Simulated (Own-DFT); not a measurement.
# Short bonds, stiff crystals?

Calculated, not measured: single-point runs of Own-DFT, a retired in-house plane-wave DFT program that no person has reviewed, on unrelaxed cells, without spin or spin-orbit coupling.

Limits (not all hold for every row): forces on such cells moved up to 12 meV/angstrom on a denser k mesh; forces not confirmed at this smearing and k mesh; k mesh not checked against a denser one; forces on such cells passed a denser k mesh, each cell not checked; stress not checked against mesh or cutoff.

All runs are PBE with PseudoDojo norm-conserving files; cutoff and k mesh are each material's own. Every cell starts from measured lattice constants and was given uniform random strains and small random moves of its atoms. Each triple is the change of volume in per cent, the rms move u in Å and the pressure in GPa.

- 2H SiC (C36Si36), 10.36 Å³/atom unstrained: (-3.81, 0.053, 14.92); (-1.35, 0.049, 8.51); (0.39, 0.051, 4.56); (0.48, 0.050, 4.55); (0.77, 0.050, 3.87); (0.98, 0.047, 2.43); (1.96, 0.053, 1.63)
- wurtzite GaN (Ga36N36), 11.42 Å³/atom unstrained: (-3.28, 0.048, 14.68); (-1.88, 0.049, 11.76); (-1.56, 0.051, 11.03); (-1.33, 0.049, 10.55); (0.49, 0.055, 7.50); (1.15, 0.046, 5.00); (1.38, 0.052, 5.08)
- diamond silicon (Si64), 20.02 Å³/atom unstrained: (-1.68, 0.049, 4.61); (-1.16, 0.045, 3.57); (-0.91, 0.055, 3.88); (-0.21, 0.047, 2.74); (0.34, 0.051, 2.32); (1.00, 0.047, 1.61); (2.99, 0.050, 0.00)
- zincblende GaP (Ga32P32), 20.24 Å³/atom unstrained: withheld
- zincblende GaAs (As32Ga32), 22.58 Å³/atom unstrained: (-1.62, 0.045, 5.32); (-0.48, 0.048, 4.44); (-0.43, 0.052, 4.55); (0.85, 0.050, 3.39); (1.18, 0.045, 3.20); (1.28, 0.046, 3.11); (3.94, 0.051, 1.35)
- zincblende InP (In32P32), 25.27 Å³/atom unstrained: (-2.53, 0.049, 5.79); (-1.94, 0.046, 5.16); (-1.79, 0.052, 5.02); (-1.69, 0.052, 5.09); (0.46, 0.052, 3.43); (0.68, 0.051, 3.30); (1.57, 0.043, 2.33)
- grey tin (Sn64), 34.15 Å³/atom unstrained: (-1.59, 0.051, 4.70); (-0.45, 0.050, 3.93); (0.60, 0.048, 3.36); (0.95, 0.045, 3.09); (1.30, 0.050, 3.11); (1.34, 0.053, 3.09); (1.66, 0.051, 2.95)

## Fit

Fit a line to each set against the fractional change of volume; B is minus its slope, and u is nearly the same within a set. To take it to zero pressure, assume that B rises by 4 GPa for each GPa: B0 = B - 4 x (mean pressure). The bond length of an ideal tetrahedral crystal with the unstrained volume v is d = (√3/4)(8 v)^(1/3). Cohen's empirical rule reads B0 = (1971 - 220 L) d^(-3.5) GPa, with L = 0 for group IV crystals and SiC and 1 for III-V compounds.

```
                  material  L  d (Å)   B (GPa)  mean P (GPa)  B0 (GPa)  rule (GPa)
          2H SiC (C36Si36)  0  1.888  238 ± 11           5.8  215 ± 11         213
    wurtzite GaN (Ga36N36)  1  1.950   207 ± 8           9.4   169 ± 8         169
    diamond silicon (Si64)  0  2.352    97 ± 6           2.7    86 ± 6          99
  zincblende GaP (Ga32P32)  1  2.360         ?             ?         ?          87
zincblende GaAs (As32Ga32)  1  2.448    72 ± 2           3.6    58 ± 2          76
  zincblende InP (In32P32)  1  2.541    79 ± 3           4.3    62 ± 3          67
           grey tin (Sn64)  0  2.810    54 ± 4           3.5    40 ± 4          53
```

A line through ln[B0/(1971 - 220 L)] against ln d has a slope of -4.2 ± 0.2 and a scatter of 8 %. Against the rule, B0 stands at 101 % for 2H SiC, 100 % for wurtzite GaN, 87 % for diamond silicon, 76 % for zincblende GaAs, 93 % for zincblende InP, 75 % for grey tin. PBE tends to make silicon and heavier crystals too soft, and the rule itself is only a guide.

## Check

Asked: what B0 does the fitted trend give for zincblende GaP (Ga32P32)?

The line gives 75 GPa. Its own runs give B = 95 ± 5 GPa at a mean pressure of 2.7 GPa, so B0 = 84 GPa.
